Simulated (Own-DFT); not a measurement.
Hf$_{36}$O$_{71}$ (tetragonal hafnia with one neutral oxygen vacancy, atoms displaced) (calculated)

All values are calculated (Own-DFT development build). A calculation, not a measurement: plane-wave PBE and HSE06 DFT by an unreviewed code, no spin, of a simulated cell at Gamma alone, so results move with cell size and shape, stress positive in tension, energies less offsets, not probed for a lower state with spin; hafnium file: forces about 75 meV/angstrom off all-electron values; oxygen file: force components 24 meV/angstrom off all-electron in a glass; k mesh not checked against a denser one; forces and stress are PBE's, HSE06 gives the energy alone, and its difference from PBE has offsets of its own; offsets are fitted by least squares, one for each functional and potential file, so energies compare only between cells with the same atoms and settings and are not formation energies; the far tail of each file's local potential was reset to the Coulomb form; each entry is a single point on an unrelaxed cell, so the pressure reflects the starting lattice, taken from the Materials Project, from which strain is counted, and rises with the displacements; printed positions are rounded, which can move forces by about a meV/angstrom; the program is a retired in-house code; no spin-orbit coupling.

Settings shared by all entries: first functional PBE; second functional HSE06; exact exchange share 0.25; screening 0.11 1/bohr; exchange divergence Gygi-Baldereschi; potential files PseudoDojo norm-conserving, scalar-relativistic, made for PBE, standard set; wave cutoff 48 hartree; occupations fixed; k mesh 1 x 1 x 1 centred on Gamma.

(1) Hf$_{36}$O$_{71}$ (tetragonal hafnia with one neutral oxygen vacancy, atoms displaced)

```
cell vectors (Å)
  10.7800     0.0000     0.0000
   0.0000    10.7800     0.0000
   0.0000     0.0000    10.4493
atoms (fractions of the cell vectors)
Hf  0.99775  0.98750  0.00715
Hf  0.16891  0.16522  0.25440
O   0.99930  0.15267  0.15542
O   0.16083  0.00173  0.33862
O   0.01383  0.16952  0.39899
O   0.15941  0.98890  0.09029
Hf  0.99828  0.00221  0.50033
Hf  0.16411  0.17895  0.75444
O   0.00129  0.16439  0.64810
O   0.15680  0.99994  0.84909
O   0.00744  0.15636  0.88610
O   0.17021  0.99846  0.59917
Hf  0.99515  0.33405  0.00506
Hf  0.16733  0.50061  0.25757
O   0.99458  0.50549  0.15549
O   0.16586  0.32134  0.34253
O   0.01137  0.47932  0.38997
O   0.17710  0.32888  0.09326
Hf  0.00095  0.34221  0.50653
Hf  0.16212  0.48987  0.75143
O   0.99873  0.49303  0.65520
O   0.16078  0.32754  0.85172
O   0.99703  0.50139  0.90000
O   0.16958  0.33899  0.59813
Hf  0.99449  0.67299  0.00163
Hf  0.15491  0.83990  0.24807
O   0.00314  0.82736  0.15695
O   0.16392  0.66252  0.34184
O   0.17290  0.66033  0.09412
Hf  0.99774  0.66707  0.49170
Hf  0.17395  0.82471  0.74694
O   0.00046  0.83322  0.64885
O   0.16192  0.66423  0.84987
O   0.99276  0.82181  0.89684
O   0.17202  0.68034  0.59426
Hf  0.31985  0.98638  0.00964
Hf  0.50797  0.17323  0.24921
O   0.34867  0.16251  0.14613
O   0.49965  0.00112  0.34846
O   0.33239  0.16442  0.40272
O   0.49235  0.00073  0.08793
Hf  0.32737  0.99112  0.51118
Hf  0.51886  0.17313  0.75185
O   0.32265  0.16966  0.63535
O   0.50034  0.00638  0.85375
O   0.33391  0.16147  0.91233
O   0.50612  0.00338  0.60303
Hf  0.34102  0.33177  0.97179
Hf  0.49269  0.50835  0.26073
O   0.33516  0.50481  0.15369
O   0.50992  0.33256  0.33084
O   0.32184  0.49912  0.39199
O   0.50064  0.33201  0.10625
Hf  0.33088  0.33941  0.50755
Hf  0.50768  0.50644  0.75852
O   0.33006  0.51095  0.65028
O   0.50329  0.34041  0.84796
O   0.33370  0.48651  0.89319
O   0.49652  0.32422  0.60317
Hf  0.34182  0.65798  0.98784
Hf  0.51615  0.82590  0.24306
O   0.34460  0.83314  0.14199
O   0.50005  0.67048  0.34370
O   0.35329  0.84062  0.39909
O   0.50425  0.65583  0.10122
Hf  0.33966  0.66087  0.50769
Hf  0.49907  0.83772  0.75537
O   0.34981  0.82481  0.64706
O   0.49824  0.66213  0.84307
O   0.33232  0.81768  0.90111
O   0.48738  0.66208  0.60749
Hf  0.67047  0.00453  0.99361
Hf  0.83548  0.14115  0.24703
O   0.67818  0.17717  0.15340
O   0.82730  0.99709  0.35276
O   0.66163  0.17455  0.40109
O   0.83189  0.99439  0.09245
Hf  0.66938  0.99065  0.48737
Hf  0.82990  0.15778  0.75112
O   0.65670  0.15318  0.65858
O   0.83545  0.99582  0.83644
O   0.66838  0.17702  0.89484
O   0.83744  0.00183  0.61049
Hf  0.66493  0.32845  0.00150
Hf  0.83049  0.50044  0.24724
O   0.68300  0.50947  0.15585
O   0.85274  0.33762  0.35928
O   0.66580  0.51331  0.39780
O   0.83940  0.32910  0.10488
Hf  0.67039  0.32115  0.50309
Hf  0.82485  0.51139  0.76048
O   0.66210  0.50072  0.64559
O   0.82923  0.33903  0.85770
O   0.67618  0.49021  0.90916
O   0.83575  0.32712  0.59119
Hf  0.67086  0.67111  0.99870
Hf  0.82187  0.83518  0.25698
O   0.66780  0.83084  0.15004
O   0.81708  0.65931  0.34716
O   0.66952  0.84073  0.41027
O   0.83263  0.64944  0.09864
Hf  0.67193  0.66957  0.50514
Hf  0.84236  0.84877  0.74286
O   0.65872  0.82571  0.64728
O   0.82443  0.66883  0.84491
O   0.66841  0.82491  0.90975
O   0.83266  0.66942  0.58746
```

```
PBE energy of cell above offsets : -84.725 eV
HSE06 less PBE above offsets     : 0.742 eV
PBE pressure                     : 5.69 GPa
PBE stress xx                    : -4.1 GPa
PBE stress yy                    : -7.76 GPa
PBE stress zz                    : -5.22 GPa
PBE stress yz                    : -0.92 GPa
PBE stress xz                    : 0.78 GPa
PBE stress xy                    : -0.03 GPa
```

Force:
```
element  x (eV/Å)  y (eV/Å)  z (eV/Å)
     Hf     1.873     2.111    -3.044
     Hf      2.26     2.122    -1.407
      O    -0.267    -0.645    -1.004
      O    -0.573    -2.231     1.417
      O    -1.435     -2.06     1.143
      O    -0.564    -0.432     2.037
     Hf     2.324     1.506     0.534
     Hf     0.635    -4.279    -1.702
      O    -0.409    -0.062      0.11
      O     1.044    -1.771    -0.465
      O    -2.123     0.679     2.469
      O    -2.356    -1.323    -0.103
     Hf     1.123     0.285     0.063
     Hf    -0.036    -1.846    -3.169
      O     1.643      -0.4    -0.911
      O     0.773     2.164     1.012
      O     0.343     4.875     1.508
      O    -1.572    -0.062    -0.507
     Hf    -0.799    -2.488    -1.451
     Hf    -0.084     1.404     0.143
      O    -0.555     0.757     -0.47
      O     0.375     2.467     0.226
      O      0.02      0.13     0.373
      O    -0.381     0.596     1.294
     Hf     2.227    -3.997     1.159
     Hf     4.659     -2.19     0.843
      O    -3.742      0.29    -0.796
      O    -1.272     2.858     1.202
      O    -0.942     0.819     -0.77
     Hf     1.517    -0.521    -0.149
     Hf     0.125     0.738     0.219
      O     0.558    -0.178     -0.68
      O     0.424    -0.514    -1.148
      O    -0.409     2.455     -0.11
      O    -1.783    -0.103     -0.23
     Hf     3.022     1.543    -1.415
     Hf    -2.634    -1.616    -0.744
      O    -2.265    -0.873     1.201
      O     2.463    -0.429    -0.773
      O     0.046     0.209    -0.031
      O     3.948    -0.471     0.172
     Hf      3.38      2.15    -2.021
     Hf     -6.96    -0.979     0.918
      O     0.597     0.201     2.564
      O     1.043    -1.174    -0.919
      O    -0.584    -0.504    -2.298
      O    -0.635    -0.668    -0.353
     Hf    -0.407    -3.375     6.958
     Hf     1.018    -2.054    -2.771
      O     0.105     0.174    -0.316
      O    -0.252     1.997     3.087
      O     1.429     0.099     1.585
      O     0.667     0.366    -2.708
     Hf     0.514     -3.07    -1.409
     Hf    -0.874    -1.465    -3.027
      O     0.015    -1.161     0.324
      O     0.424    -0.914     0.447
      O    -0.338     4.132    -1.863
      O     0.987     0.511    -0.517
     Hf    -1.686    -1.145     3.606
     Hf    -6.503     2.265     1.397
      O    -0.962    -0.085     0.881
      O     0.213     0.594     1.763
      O    -1.671     -1.46     0.703
      O     0.533     0.771    -1.145
     Hf    -1.055     1.451    -2.053
     Hf     0.736     1.238    -0.591
      O    -2.582     1.219     0.867
      O     0.505     1.434     2.027
      O    -0.021     2.313    -1.573
      O      3.59    -0.489    -0.467
     Hf    -4.296    -0.353     0.102
     Hf     1.403     6.952      -0.5
      O    -0.465    -1.772    -0.971
      O     0.633    -1.497     1.114
      O     1.225    -2.867    -0.132
      O     -0.61    -0.319     1.371
     Hf    -3.628     5.125     4.001
     Hf     2.405     3.642    -0.833
      O     5.917     0.732    -2.855
      O    -1.037     1.551     3.769
      O      0.37    -2.681     0.129
      O    -0.855    -0.208    -2.038
     Hf     0.705     1.705     2.785
     Hf     1.466    -2.737     1.286
      O    -4.404    -1.003     -1.31
      O    -2.142    -1.487    -1.118
      O    -0.729     -2.18     1.531
      O    -0.587    -0.196    -0.521
     Hf    -0.098     3.471    -0.947
     Hf     0.953    -2.948     -0.71
      O     0.909     0.452     1.176
      O     0.777    -1.298    -1.402
      O     -1.06     2.693    -1.206
      O    -1.651    -0.656     1.996
     Hf     0.065    -3.801     1.845
     Hf     2.042    -3.089    -0.193
      O     2.254     0.169    -0.792
      O     1.762     3.388     0.314
      O     0.513    -4.434     -3.61
      O      0.38     2.967    -0.872
     Hf    -2.237    -1.931    -0.438
     Hf    -1.253    -4.457    -1.154
      O     1.443     0.455     0.934
      O    -0.005     1.371     0.188
      O    -0.301       3.6    -1.177
      O     1.706    -0.242       1.1
```

(2) Hf$_{36}$O$_{71}$ (tetragonal hafnia with one neutral oxygen vacancy, atoms displaced)

```
cell vectors (Å)
  10.7800     0.0000     0.0000
   0.0000    10.7800     0.0000
   0.0000     0.0000    10.4493
atoms (fractions of the cell vectors)
Hf  0.99870  0.99648  0.99692
Hf  0.16700  0.16691  0.24893
O   0.99915  0.16537  0.15287
O   0.16898  0.00064  0.34765
O   0.16887  0.00405  0.09775
Hf  0.00216  0.00057  0.49509
Hf  0.16753  0.16825  0.74772
O   0.99599  0.16303  0.65494
O   0.16708  0.00087  0.84672
O   0.00141  0.17015  0.90108
O   0.17141  0.00078  0.60127
Hf  0.00203  0.33173  0.99949
Hf  0.16518  0.49968  0.25083
O   0.99343  0.50498  0.15392
O   0.16735  0.32781  0.35043
O   0.99976  0.50212  0.40365
O   0.16542  0.33132  0.09614
Hf  0.00178  0.33412  0.50334
Hf  0.16750  0.50122  0.75317
O   0.99865  0.49826  0.65624
O   0.16917  0.33319  0.85081
O   0.00250  0.50107  0.90240
O   0.16571  0.33290  0.59799
Hf  0.99781  0.66563  0.99400
Hf  0.16971  0.83313  0.24790
O   0.99700  0.83152  0.15163
O   0.16768  0.66606  0.34660
O   0.99737  0.82987  0.40340
O   0.16945  0.66944  0.09930
Hf  0.00176  0.66814  0.50536
Hf  0.16496  0.83043  0.75228
O   0.00103  0.83245  0.65113
O   0.16844  0.67015  0.84811
O   0.00008  0.83379  0.90329
O   0.16641  0.66746  0.59988
Hf  0.33249  0.00100  0.00428
Hf  0.50076  0.16749  0.24611
O   0.33635  0.16162  0.15453
O   0.49508  0.99991  0.34430
O   0.33486  0.17206  0.40283
O   0.50163  0.00780  0.10071
Hf  0.33199  0.99922  0.49949
Hf  0.50291  0.16564  0.74975
O   0.32697  0.16547  0.65331
O   0.49929  0.99875  0.84609
O   0.33092  0.16633  0.90648
O   0.49726  0.00074  0.59757
Hf  0.33202  0.33836  0.00066
Hf  0.50301  0.49637  0.24790
O   0.33995  0.50144  0.15013
O   0.49457  0.32859  0.35283
O   0.32781  0.49585  0.40053
O   0.49774  0.33255  0.09624
Hf  0.33527  0.33032  0.49952
Hf  0.50260  0.50545  0.75027
O   0.33604  0.49542  0.64720
O   0.50178  0.33231  0.85398
O   0.33142  0.50286  0.89657
O   0.50217  0.33291  0.59861
Hf  0.33446  0.66347  0.00011
Hf  0.50276  0.83480  0.25200
O   0.33179  0.83557  0.16095
O   0.49791  0.67036  0.35007
O   0.32848  0.83523  0.40314
O   0.50355  0.66436  0.09453
Hf  0.33664  0.66322  0.49945
Hf  0.49854  0.83339  0.74926
O   0.33380  0.83379  0.65054
O   0.50122  0.66898  0.84801
O   0.33558  0.83199  0.89887
O   0.49736  0.66698  0.60060
Hf  0.66896  0.00045  0.00202
Hf  0.83216  0.16931  0.25124
O   0.66832  0.16808  0.15456
O   0.83480  0.00126  0.34522
O   0.66456  0.16994  0.40409
O   0.83294  0.99924  0.10494
Hf  0.66519  0.00094  0.50173
Hf  0.83540  0.16263  0.75013
O   0.67284  0.16617  0.65331
O   0.83027  0.99565  0.85252
O   0.66519  0.16508  0.90090
O   0.83006  0.00096  0.59588
Hf  0.66973  0.33705  0.99792
Hf  0.83450  0.49800  0.24783
O   0.66706  0.49889  0.15290
O   0.82706  0.33300  0.34815
O   0.66778  0.49776  0.40571
O   0.83457  0.33699  0.09470
Hf  0.66772  0.33655  0.49973
Hf  0.83336  0.50145  0.75359
O   0.66800  0.49763  0.65829
O   0.83174  0.33352  0.84453
O   0.66398  0.50310  0.89927
O   0.83108  0.32714  0.59645
Hf  0.67016  0.67109  0.00058
Hf  0.83539  0.83223  0.24836
O   0.66527  0.83447  0.15598
O   0.83445  0.66646  0.34419
O   0.66477  0.83170  0.40029
O   0.83102  0.66639  0.09451
Hf  0.66833  0.66860  0.49934
Hf  0.83326  0.83563  0.75543
O   0.66731  0.83332  0.65291
O   0.83819  0.65912  0.84536
O   0.66532  0.82854  0.90718
O   0.83563  0.66571  0.60045
```

```
PBE energy of cell above offsets : -100.955 eV
HSE06 less PBE above offsets     : -0.153 eV
PBE pressure                     : 0.88 GPa
PBE stress xx                    : -0.68 GPa
PBE stress yy                    : -0.47 GPa
PBE stress zz                    : -1.49 GPa
PBE stress yz                    : -0.23 GPa
PBE stress xz                    : 0.02 GPa
PBE stress xy                    : 0.08 GPa
```

Force:
```
element  x (eV/Å)  y (eV/Å)  z (eV/Å)
     Hf     0.511     1.205     1.124
     Hf     0.198     -0.32     0.211
      O    -0.045     0.303     0.414
      O    -0.824     0.238     0.129
      O    -1.083    -0.494    -0.149
     Hf    -0.027     0.271     0.476
     Hf    -0.182    -0.423     0.488
      O     0.974    -0.047    -0.793
      O     -0.44    -0.402     0.268
      O    -0.425    -0.963     0.318
      O    -1.384    -0.069     -0.76
     Hf    -0.341     -0.02    -0.214
     Hf     0.243     0.251     0.542
      O     1.722    -0.151     -0.44
      O    -0.912     0.834    -0.538
      O      0.21    -0.659     0.062
      O     0.208     0.484     0.682
     Hf    -0.427    -0.295    -0.285
     Hf      0.36    -0.405    -0.874
      O     0.443    -0.031    -0.083
      O    -0.137     0.484    -0.315
      O     0.292    -0.496     0.159
      O    -0.277    -0.013     0.297
     Hf     0.428    -0.106     1.426
     Hf    -0.701    -0.385     0.779
      O     0.832     0.221    -0.403
      O    -0.011    -0.114    -0.097
      O     0.141     0.707    -0.039
      O    -0.537    -0.417    -0.515
     Hf    -0.183    -0.174    -0.536
     Hf     1.076     1.251    -0.934
      O     -0.58     0.166     0.684
      O    -0.397    -0.866     0.446
      O    -0.243     -0.33     -0.55
      O     0.457    -0.259     0.037
     Hf     0.529     0.188    -0.799
     Hf    -0.028    -0.239     0.858
      O    -0.802     0.408    -0.185
      O     0.351     0.119     0.452
      O    -0.219    -1.645    -0.076
      O     0.221    -0.693     -0.75
     Hf    -0.045     0.386    -0.139
     Hf     -0.21     0.551     0.125
      O     1.676     0.359     0.026
      O     0.302       0.1     0.131
      O     0.111     0.218     0.022
      O     0.628      0.19    -0.052
     Hf      0.58    -0.905    -0.769
     Hf    -0.228     0.044      0.76
      O    -1.298    -0.169    -0.088
      O     0.488     1.378    -0.938
      O     0.127     0.563    -0.217
      O     0.687     0.168     0.531
     Hf     0.187      0.46     0.477
     Hf    -0.282     -1.05     0.052
      O    -0.488     0.504     0.697
      O     -0.21     0.335    -0.838
      O    -0.062    -0.155       0.4
      O    -0.102    -0.371     0.258
     Hf     0.406     0.805    -0.061
     Hf    -0.452     0.063     0.199
      O     1.061     0.039    -1.258
      O    -0.037    -1.128    -0.135
      O     0.036    -0.664     0.271
      O    -0.413     0.233     0.333
     Hf    -0.714     0.295    -0.297
     Hf    -0.692     0.132     0.029
      O    -0.181    -0.178     0.292
      O    -0.162    -0.194    -0.145
      O    -0.148     0.097     0.995
      O     1.002      -0.2    -0.249
     Hf    -0.577     0.324     0.347
     Hf     0.173    -0.569     0.212
      O     0.089     0.185    -0.569
      O     0.351     0.067     0.548
      O      0.01    -0.933    -0.043
      O     0.135    -0.047    -1.269
     Hf    -0.029     0.489    -0.411
     Hf    -0.614     0.929    -0.148
      O    -1.291    -0.452     0.171
      O     0.353     0.492     0.192
      O     0.239     0.032     0.498
      O     0.886    -0.425     0.265
     Hf     -0.88    -0.367    -0.451
     Hf    -0.515     0.289      0.89
      O     0.036    -0.301    -0.063
      O      0.81     0.214    -0.273
      O    -0.406     1.193     -0.38
      O     0.194    -0.128     0.163
     Hf    -0.113    -1.014     0.591
     Hf    -0.167    -1.319    -1.197
      O    -0.038     0.336    -0.733
      O     0.001    -0.205     0.512
      O     0.273    -0.047     0.717
      O     0.893     0.391    -0.126
     Hf     -1.18    -1.357     0.205
     Hf    -0.147     0.286     0.538
      O     0.369    -0.048    -0.578
      O    -0.501    -0.273     0.224
      O     0.081      0.49     0.528
      O     0.675     0.245     0.024
     Hf     0.114    -0.178     0.206
     Hf     0.024    -1.008    -1.576
      O     0.193    -0.075     0.246
      O      0.05     2.333     0.961
      O     0.618     1.371     -0.73
      O    -0.671     0.056    -0.421
```
